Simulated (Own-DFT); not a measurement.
Hf36O71 (tetragonal hafnia with one neutral oxygen vacancy, atoms displaced) (calculated)

All values are calculated (Own-DFT development build). A calculation, not a measurement: plane-wave PBE and HSE06 DFT by an unreviewed code, no spin, of a simulated cell at Gamma alone, so results move with cell size and shape, stress positive in tension, energies less offsets, not probed for a lower state with spin; hafnium file: forces about 75 meV/angstrom off all-electron values; oxygen file: force components 24 meV/angstrom off all-electron in a glass; k mesh not checked against a denser one; forces and stress are PBE's, HSE06 gives the energy alone, and its difference from PBE has offsets of its own; offsets are fitted by least squares, one for each functional and potential file, so energies compare only between cells with the same atoms and settings and are not formation energies; the far tail of each file's local potential was reset to the Coulomb form; each entry is a single point on an unrelaxed cell, so the pressure reflects the starting lattice, taken from the Materials Project, from which strain is counted, and rises with the displacements; printed positions are rounded, which can move forces by about a meV/angstrom; the program is a retired in-house code; no spin-orbit coupling.

Settings shared by all entries: first functional PBE; second functional HSE06; exact exchange share 0.25; screening 0.11 1/bohr; exchange divergence Gygi-Baldereschi; potential files PseudoDojo norm-conserving, scalar-relativistic, made for PBE, standard set; wave cutoff 48 hartree; occupations fixed; k mesh 1 x 1 x 1 centred on Gamma.

(1) Hf36O71 (tetragonal hafnia with one neutral oxygen vacancy, atoms displaced)

```cif
# cell vector a (Å): 10.7800 0.0000 0.0000
# cell vector b (Å): 0.0000 10.7800 0.0000
# cell vector c (Å): 0.0000 0.0000 10.4493
data_Hf36O71
_symmetry_space_group_name_H-M 'P 1'
_symmetry_Int_Tables_number 1
_cell_length_a 10.7800
_cell_length_b 10.7800
_cell_length_c 10.4493
_cell_angle_alpha 90.000
_cell_angle_beta 90.000
_cell_angle_gamma 90.000
_cell_volume 1214.30
loop_
_atom_site_label
_atom_site_type_symbol
_atom_site_fract_x
_atom_site_fract_y
_atom_site_fract_z
_atom_site_occupancy
Hf1 Hf 0.00156 0.99517 0.00478 1
Hf2 Hf 0.16322 0.16593 0.25236 1
O1 O 0.00304 0.17153 0.15055 1
O2 O 0.16676 0.00378 0.34957 1
O3 O 0.99902 0.16095 0.40530 1
O4 O 0.16684 0.00268 0.09808 1
Hf3 Hf 0.99878 0.99598 0.49774 1
Hf4 Hf 0.16506 0.16707 0.74876 1
O5 O 0.00360 0.16607 0.65254 1
O6 O 0.16579 0.99643 0.84493 1
O7 O 0.00112 0.16818 0.89893 1
O8 O 0.16093 0.00122 0.59620 1
Hf5 Hf 0.99332 0.33796 0.00084 1
Hf6 Hf 0.16484 0.50071 0.24728 1
O9 O 0.99776 0.49376 0.15440 1
O10 O 0.16901 0.33250 0.34434 1
O11 O 0.00062 0.49468 0.40137 1
O12 O 0.16499 0.33433 0.09650 1
Hf7 Hf 0.00082 0.33153 0.50440 1
Hf8 Hf 0.17111 0.50106 0.74925 1
O13 O 0.99378 0.50260 0.64832 1
O14 O 0.16597 0.33233 0.84787 1
O15 O 0.99904 0.50319 0.90084 1
O16 O 0.17172 0.33502 0.59531 1
Hf9 Hf 0.99947 0.66602 0.99949 1
Hf10 Hf 0.16686 0.83665 0.24899 1
O17 O 0.00261 0.83402 0.15591 1
O18 O 0.16135 0.66827 0.34849 1
O19 O 0.00177 0.82946 0.40294 1
O20 O 0.17195 0.66956 0.09574 1
Hf11 Hf 0.00005 0.66560 0.50230 1
Hf12 Hf 0.16889 0.83885 0.74975 1
O21 O 0.99563 0.83744 0.65188 1
O22 O 0.16391 0.66129 0.84998 1
O23 O 0.00041 0.83815 0.89954 1
O24 O 0.16836 0.66712 0.59100 1
Hf13 Hf 0.33859 0.99906 0.99746 1
Hf14 Hf 0.50293 0.16274 0.24914 1
O25 O 0.33247 0.16971 0.15572 1
O26 O 0.50398 0.00117 0.34856 1
O27 O 0.33469 0.16369 0.40214 1
O28 O 0.49905 0.99849 0.09707 1
Hf15 Hf 0.33714 0.99794 0.50148 1
Hf16 Hf 0.50127 0.16724 0.74977 1
O29 O 0.33042 0.16455 0.65008 1
O30 O 0.49824 0.99853 0.85168 1
O31 O 0.33622 0.16465 0.90394 1
O32 O 0.49653 0.99752 0.59160 1
Hf17 Hf 0.33454 0.33276 0.00615 1
Hf18 Hf 0.49470 0.50382 0.25308 1
O33 O 0.33929 0.49694 0.15045 1
O34 O 0.49688 0.33386 0.35011 1
O35 O 0.33725 0.50165 0.40954 1
O36 O 0.49801 0.34041 0.09490 1
Hf19 Hf 0.33490 0.33375 0.50256 1
Hf20 Hf 0.50036 0.50186 0.74894 1
O37 O 0.33333 0.50307 0.65490 1
O38 O 0.50274 0.33461 0.84968 1
O39 O 0.33974 0.50195 0.90676 1
O40 O 0.50402 0.33411 0.60041 1
Hf21 Hf 0.33383 0.66795 0.99774 1
Hf22 Hf 0.50111 0.83680 0.25193 1
O41 O 0.33838 0.83618 0.14934 1
O42 O 0.50335 0.66911 0.34755 1
O43 O 0.33268 0.83313 0.40160 1
O44 O 0.50009 0.66574 0.09847 1
Hf23 Hf 0.33265 0.66912 0.50170 1
Hf24 Hf 0.51102 0.83282 0.74982 1
O45 O 0.33703 0.83556 0.65071 1
O46 O 0.50091 0.66624 0.85071 1
O47 O 0.32806 0.83247 0.90200 1
O48 O 0.49748 0.66673 0.59905 1
Hf25 Hf 0.66784 0.99976 0.00003 1
Hf26 Hf 0.83632 0.16468 0.25111 1
O49 O 0.66563 0.16380 0.15262 1
O50 O 0.83872 0.00199 0.34749 1
O51 O 0.66247 0.16731 0.40534 1
O52 O 0.83263 0.00054 0.09273 1
Hf27 Hf 0.66801 0.99820 0.50051 1
Hf28 Hf 0.83857 0.16781 0.74888 1
O53 O 0.66415 0.16841 0.65359 1
O54 O 0.83007 0.99853 0.84839 1
O55 O 0.66788 0.16664 0.90418 1
O56 O 0.83204 0.99777 0.59570 1
Hf29 Hf 0.66032 0.33290 0.00275 1
Hf30 Hf 0.83567 0.49990 0.24303 1
O57 O 0.66508 0.49979 0.15475 1
O58 O 0.83081 0.33430 0.34707 1
O59 O 0.83203 0.33173 0.09708 1
Hf31 Hf 0.66507 0.33695 0.50144 1
Hf32 Hf 0.83146 0.50049 0.74998 1
O60 O 0.66458 0.49820 0.65386 1
O61 O 0.82915 0.33147 0.84670 1
O62 O 0.66475 0.50157 0.90219 1
O63 O 0.83635 0.33352 0.60019 1
Hf33 Hf 0.66831 0.66540 0.99736 1
Hf34 Hf 0.83461 0.83694 0.24974 1
O64 O 0.67165 0.83156 0.15793 1
O65 O 0.82897 0.66674 0.34910 1
O66 O 0.66457 0.83692 0.40373 1
O67 O 0.83323 0.66184 0.09387 1
Hf35 Hf 0.66589 0.66470 0.49852 1
Hf36 Hf 0.82800 0.83550 0.75507 1
O68 O 0.66586 0.82830 0.65258 1
O69 O 0.83471 0.66996 0.84418 1
O70 O 0.66949 0.83340 0.90641 1
O71 O 0.82981 0.66509 0.59883 1
```

It finds PBE energy of cell above offsets -100.918 eV; HSE06 less PBE above offsets -0.140 eV; PBE pressure 1.14 GPa; PBE stress xx -1.7 GPa; PBE stress yy 0.2 GPa; PBE stress zz -1.92 GPa; PBE stress yz -0.51 GPa; PBE stress xz 0.16 GPa; PBE stress xy 0 GPa.

Force:
```
element  x (eV/Å)  y (eV/Å)  z (eV/Å)
     Hf     0.405     1.311    -1.121
     Hf     1.091     0.393    -0.245
      O    -1.111    -0.373     0.332
      O    -0.249    -1.139    -0.357
      O    -0.122     1.422    -0.431
      O     0.182    -0.357    -0.039
     Hf      0.29    -0.528     0.634
     Hf     0.422    -0.186     0.683
      O    -0.685     0.353    -0.332
      O     0.129      1.18     0.359
      O    -0.357    -0.489     0.564
      O     1.133    -0.453     0.183
     Hf     1.221    -1.091    -0.637
     Hf     0.533    -0.402     0.643
      O     1.066     0.605    -1.004
      O     0.007     0.402     0.284
      O     0.162     0.613      0.02
      O    -0.097     0.473    -0.128
     Hf     0.027     0.328    -0.738
     Hf    -0.969    -0.505     0.303
      O     1.367    -0.172     0.556
      O     0.215      0.68    -0.512
      O    -0.489      -0.4     0.345
      O    -1.048     0.118     0.399
     Hf     0.771     0.517    -0.793
     Hf     1.136    -0.161     0.556
      O    -0.703     0.053    -0.764
      O     0.332    -0.371    -0.812
      O    -0.238      0.53    -0.296
      O    -1.288    -0.338     0.484
     Hf    -0.516    -0.572    -0.218
     Hf    -0.287    -0.861    -0.528
      O     0.354    -0.552     0.374
      O     0.085     0.937    -0.607
      O    -0.073    -1.168     0.791
      O     -0.47    -0.055     1.041
     Hf    -0.842    -0.093     0.187
     Hf    -0.959     0.834     0.888
      O     0.396    -0.017    -0.239
      O    -0.304    -0.274    -0.236
      O     0.119     0.404     0.472
      O     0.792     0.157     0.378
     Hf    -1.669       0.6     -0.38
     Hf    -0.416     0.373     0.348
      O     0.801     0.124     0.446
      O     0.372    -0.172    -0.688
      O    -0.043       0.4    -0.057
      O      1.74      0.06     1.196
     Hf    -0.923    -0.085    -0.808
     Hf     1.004    -0.443     0.097
      O    -1.882     0.226     0.601
      O      0.62     0.097    -0.396
      O    -0.259     0.172    -0.721
      O     0.657    -0.722     0.775
     Hf     0.697    -0.828     -0.98
     Hf    -0.235    -0.289     0.699
      O     0.207    -0.212    -0.007
      O    -0.017    -0.395    -0.412
      O    -0.443     -0.57    -0.576
      O    -1.069    -0.021     0.093
     Hf     0.708     0.014     0.209
     Hf      0.04    -0.553     -0.37
      O    -0.735      0.03     0.571
      O     0.257     -0.05      0.26
      O     0.104     0.061    -0.379
      O     0.381      0.26    -0.219
     Hf     0.323     0.078    -0.225
     Hf    -2.347    -0.258     0.319
      O    -0.242    -0.053     0.497
      O     0.327      0.77    -0.534
      O     0.005     0.073    -0.243
      O     0.649    -0.048     0.031
     Hf    -0.311     0.842    -0.143
     Hf    -0.171     1.178    -0.102
      O     0.475     0.131    -0.016
      O    -0.383    -0.596    -0.231
      O     0.406    -0.199    -0.113
      O     0.503    -0.102     0.976
     Hf    -0.495     1.039    -0.127
     Hf    -0.621    -0.153     0.363
      O     0.655    -0.413     0.269
      O    -0.092     0.665    -0.122
      O    -0.351    -0.246     0.135
      O    -0.112     0.318     0.269
     Hf     0.499     0.154    -0.669
     Hf    -1.372    -0.069     1.682
      O     0.145    -0.067      0.47
      O    -0.267    -0.234    -0.146
      O    -0.521     0.142     0.121
     Hf     0.417     0.048    -0.585
     Hf     0.179    -0.048    -0.234
      O     0.435     0.137    -0.548
      O     0.365     0.563     0.104
      O     0.405    -0.209     0.094
      O    -0.586    -0.284    -0.181
     Hf     -1.07    -0.476     0.885
     Hf    -0.125    -0.795     0.842
      O    -0.553     0.239    -0.518
      O    -0.192    -0.118    -0.564
      O     0.329    -0.466     0.123
      O     0.588     0.147     0.224
     Hf     0.197    -0.458    -0.321
     Hf     1.522     0.038    -1.079
      O     0.459     0.515    -0.166
      O    -0.129    -0.527     0.683
      O    -0.287    -0.088    -0.615
      O     0.012         0    -0.346
```

(2) Hf36O71 (tetragonal hafnia with one neutral oxygen vacancy, atoms displaced)

```cif
# cell vector a (Å): 10.7800 0.0000 0.0000
# cell vector b (Å): 0.0000 10.7800 0.0000
# cell vector c (Å): 0.0000 0.0000 10.4493
data_Hf36O71
_symmetry_space_group_name_H-M 'P 1'
_symmetry_Int_Tables_number 1
_cell_length_a 10.7800
_cell_length_b 10.7800
_cell_length_c 10.4493
_cell_angle_alpha 90.000
_cell_angle_beta 90.000
_cell_angle_gamma 90.000
_cell_volume 1214.30
loop_
_atom_site_label
_atom_site_type_symbol
_atom_site_fract_x
_atom_site_fract_y
_atom_site_fract_z
_atom_site_occupancy
Hf1 Hf 0.00833 0.98918 0.98918 1
Hf2 Hf 0.16243 0.16164 0.25385 1
O1 O 0.00247 0.16865 0.14449 1
O2 O 0.16955 0.00177 0.35010 1
O3 O 0.99432 0.16404 0.40610 1
O4 O 0.16127 0.00601 0.10268 1
Hf3 Hf 0.00250 0.99760 0.50433 1
Hf4 Hf 0.16594 0.16739 0.74549 1
O5 O 0.00477 0.16269 0.63840 1
O6 O 0.16459 0.00608 0.84156 1
O7 O 0.00455 0.17231 0.90560 1
O8 O 0.16905 0.00458 0.59855 1
Hf5 Hf 0.00682 0.32841 0.99845 1
Hf6 Hf 0.17411 0.50211 0.25161 1
O9 O 0.99921 0.50175 0.14274 1
O10 O 0.16723 0.32641 0.34224 1
O11 O 0.99117 0.50089 0.40943 1
O12 O 0.16166 0.33545 0.10216 1
Hf7 Hf 0.99597 0.32686 0.50848 1
Hf8 Hf 0.16924 0.50853 0.75762 1
O13 O 0.00301 0.50625 0.65137 1
O14 O 0.16436 0.32996 0.84787 1
O15 O 0.99801 0.49845 0.90436 1
O16 O 0.16059 0.33424 0.60142 1
Hf9 Hf 0.99891 0.66558 0.00436 1
Hf10 Hf 0.16467 0.83130 0.24072 1
O17 O 0.00371 0.84395 0.15615 1
O18 O 0.17247 0.66373 0.35174 1
O19 O 0.99873 0.82037 0.40700 1
O20 O 0.16399 0.66909 0.10600 1
Hf11 Hf 0.00012 0.65917 0.50317 1
Hf12 Hf 0.16059 0.84363 0.73956 1
O21 O 0.99856 0.83544 0.64877 1
O22 O 0.16792 0.66571 0.84691 1
O23 O 0.00819 0.84035 0.90541 1
O24 O 0.16179 0.66574 0.59505 1
Hf13 Hf 0.33802 0.99080 0.00045 1
Hf14 Hf 0.49898 0.16502 0.25612 1
O25 O 0.33008 0.17890 0.15370 1
O26 O 0.49981 0.00122 0.35236 1
O27 O 0.33691 0.17260 0.40654 1
O28 O 0.49207 0.00430 0.09639 1
Hf15 Hf 0.33497 0.00315 0.49972 1
Hf16 Hf 0.49624 0.15474 0.74809 1
O29 O 0.34109 0.16416 0.65641 1
O30 O 0.49496 0.00328 0.84584 1
O31 O 0.32822 0.16278 0.90240 1
O32 O 0.49431 0.99786 0.59423 1
Hf17 Hf 0.33147 0.33865 0.00526 1
Hf18 Hf 0.50635 0.49071 0.25671 1
O33 O 0.32304 0.48892 0.15800 1
O34 O 0.49884 0.32304 0.34225 1
O35 O 0.33028 0.50357 0.40802 1
O36 O 0.50200 0.33576 0.09537 1
Hf19 Hf 0.32661 0.33169 0.50395 1
Hf20 Hf 0.49926 0.49834 0.75084 1
O37 O 0.33252 0.49516 0.65189 1
O38 O 0.48906 0.33112 0.84627 1
O39 O 0.33389 0.50337 0.89874 1
O40 O 0.50073 0.33827 0.60138 1
Hf21 Hf 0.33686 0.65979 0.00797 1
Hf22 Hf 0.50211 0.83765 0.25455 1
O41 O 0.33744 0.83199 0.14770 1
O42 O 0.50435 0.66516 0.34366 1
O43 O 0.33687 0.83467 0.39602 1
O44 O 0.50607 0.66662 0.09051 1
Hf23 Hf 0.34247 0.67103 0.50517 1
Hf24 Hf 0.50606 0.83233 0.75510 1
O45 O 0.33169 0.83170 0.65034 1
O46 O 0.49931 0.66216 0.85064 1
O47 O 0.33350 0.83624 0.91085 1
O48 O 0.50357 0.66272 0.59580 1
Hf25 Hf 0.66804 0.99421 0.00000 1
Hf26 Hf 0.83329 0.17927 0.24613 1
O49 O 0.66783 0.16648 0.15244 1
O50 O 0.83409 0.00169 0.34255 1
O51 O 0.66566 0.16483 0.40180 1
O52 O 0.84284 0.99322 0.10333 1
Hf27 Hf 0.67622 0.99724 0.49336 1
Hf28 Hf 0.83276 0.16301 0.74386 1
O53 O 0.66506 0.16515 0.64521 1
O54 O 0.83532 0.00322 0.85234 1
O55 O 0.66773 0.16200 0.90226 1
O56 O 0.83552 0.00344 0.60351 1
Hf29 Hf 0.66821 0.32957 0.00353 1
Hf30 Hf 0.83731 0.50904 0.25075 1
O57 O 0.66764 0.50269 0.14557 1
O58 O 0.83279 0.33949 0.34619 1
O59 O 0.66145 0.49853 0.40227 1
Hf31 Hf 0.65761 0.33365 0.50566 1
Hf32 Hf 0.83108 0.49704 0.75731 1
O60 O 0.66032 0.49979 0.64741 1
O61 O 0.83208 0.33490 0.84709 1
O62 O 0.66252 0.50319 0.90101 1
O63 O 0.83428 0.33757 0.59926 1
Hf33 Hf 0.65890 0.66297 0.99350 1
Hf34 Hf 0.83385 0.83428 0.25176 1
O64 O 0.66339 0.83125 0.14951 1
O65 O 0.83006 0.66574 0.35332 1
O66 O 0.66324 0.83209 0.39886 1
O67 O 0.83316 0.66588 0.10338 1
Hf35 Hf 0.66326 0.66591 0.50374 1
Hf36 Hf 0.82988 0.82865 0.75240 1
O68 O 0.67036 0.83521 0.65995 1
O69 O 0.84632 0.66214 0.85207 1
O70 O 0.66278 0.83414 0.90230 1
O71 O 0.83304 0.66004 0.59872 1
```

Results for Hf36O71 (tetragonal hafnia with one neutral oxygen vacancy, atoms displaced): PBE energy of cell above offsets -96.706 eV; HSE06 less PBE above offsets 0.067 eV; PBE pressure 2.22 GPa; PBE stress xx -1.53 GPa; PBE stress yy -2.75 GPa; PBE stress zz -2.37 GPa; PBE stress yz -1.5 GPa; PBE stress xz -0.57 GPa; PBE stress xy 0.03 GPa.

Force:
```
element  x (eV/Å)  y (eV/Å)  z (eV/Å)
     Hf    -1.145     5.337     3.416
     Hf    -0.048     0.714    -1.819
      O    -1.036     0.887      1.43
      O    -0.247    -1.113       0.5
      O       0.1    -0.042    -0.656
      O     1.761    -0.959    -0.717
     Hf    -0.239    -0.277    -1.663
     Hf     0.746     1.265     1.322
      O    -1.158     0.026     1.669
      O    -0.346     -1.36     0.168
      O    -0.399    -2.047    -2.001
      O     0.017    -0.615     0.092
     Hf    -0.692     0.633     1.014
     Hf    -3.291    -0.757     1.604
      O    -0.079     0.249     1.439
      O      0.09     1.463     1.347
      O     0.397    -1.193    -1.122
      O     0.822     0.351    -0.834
     Hf     0.313     1.247    -1.664
     Hf    -0.925    -1.581    -1.415
      O    -0.579    -0.595      1.36
      O     0.409     1.127    -0.016
      O     0.318     0.472    -0.287
      O     1.144    -0.626    -0.334
     Hf    -0.359    -1.464     -0.18
     Hf     1.231    -0.101     2.034
      O    -0.902    -1.125    -0.612
      O    -0.184     0.694    -0.783
      O    -0.011     2.342    -0.714
      O     0.793     0.003    -0.722
     Hf    -0.052    -0.423    -0.043
     Hf      1.13    -1.506     0.955
      O    -0.792     0.431     0.806
      O    -0.131     2.029     0.769
      O    -0.177    -4.301     -2.22
      O     1.987     0.442     0.784
     Hf    -1.968     3.002     0.535
     Hf     -0.52    -1.064      -2.1
      O      0.54    -0.343     0.868
      O     0.067    -0.132    -0.313
      O     0.012    -1.347     0.132
      O     2.237    -0.195     0.637
     Hf    -0.224    -0.606    -0.967
     Hf     1.078     2.874     0.685
      O    -2.249     0.354    -1.326
      O     0.478    -2.589     0.744
      O     0.247     0.166     0.475
      O      1.99     -0.42     0.668
     Hf    -0.357    -2.542    -0.756
     Hf     0.257     0.627    -0.727
      O     3.767     0.982     -1.59
      O     0.377     2.442      1.52
      O     0.709    -1.114    -0.272
      O    -0.042     0.528     0.402
     Hf     -0.24     1.359     0.232
     Hf    -0.553    -1.804    -0.061
      O     0.113      0.62     0.367
      O     0.521    -0.005    -0.248
      O    -0.211    -0.042      1.06
      O    -0.989    -0.285    -0.754
     Hf    -0.817     1.507    -0.828
     Hf    -0.577    -0.535    -0.354
      O    -0.313    -0.202      0.61
      O    -0.342    -0.057     0.134
      O     0.339    -0.041     0.907
      O    -1.959    -0.526     1.081
     Hf    -2.886     0.034    -1.314
     Hf    -1.806     0.267    -0.294
      O     0.601    -0.233     0.564
      O      0.09     1.447    -0.541
      O      0.25    -2.339    -1.557
      O    -0.271     0.806     1.267
     Hf     1.315       1.7     1.737
     Hf     1.071    -0.789     -0.37
      O    -0.404     0.271    -0.184
      O    -0.513    -0.485     1.274
      O     0.113     0.205     0.189
      O    -1.668    -0.213    -1.467
     Hf    -0.746     1.338     0.072
     Hf     -0.19     0.636     0.789
      O     0.304    -0.086      0.67
      O    -0.161    -1.157    -0.749
      O    -0.029     0.255    -0.006
      O    -0.294    -0.353    -0.417
     Hf      0.52    -0.334    -0.299
     Hf     0.399     -0.77    -0.436
      O     0.011    -0.568     0.858
      O    -0.141    -0.368    -0.517
      O    -0.655    -0.112    -0.152
     Hf     1.396    -0.306    -0.462
     Hf     1.089     0.138    -1.575
      O     1.064      0.04      0.71
      O    -0.491    -1.025     0.233
      O      0.41    -1.195    -0.661
      O    -1.061    -0.448     0.446
     Hf     1.798    -0.067     1.523
     Hf     0.165     0.243     -0.54
      O     0.246     0.678     0.242
      O     -0.54     0.605    -0.308
      O      0.16     0.179     0.701
      O      0.02     0.708    -0.631
     Hf     1.929    -1.013    -1.352
     Hf     1.587     0.213       0.2
      O    -0.695    -0.171    -0.982
      O    -0.798     1.686    -0.144
      O     0.135    -0.552    -0.924
      O    -1.151      0.89     0.742
```
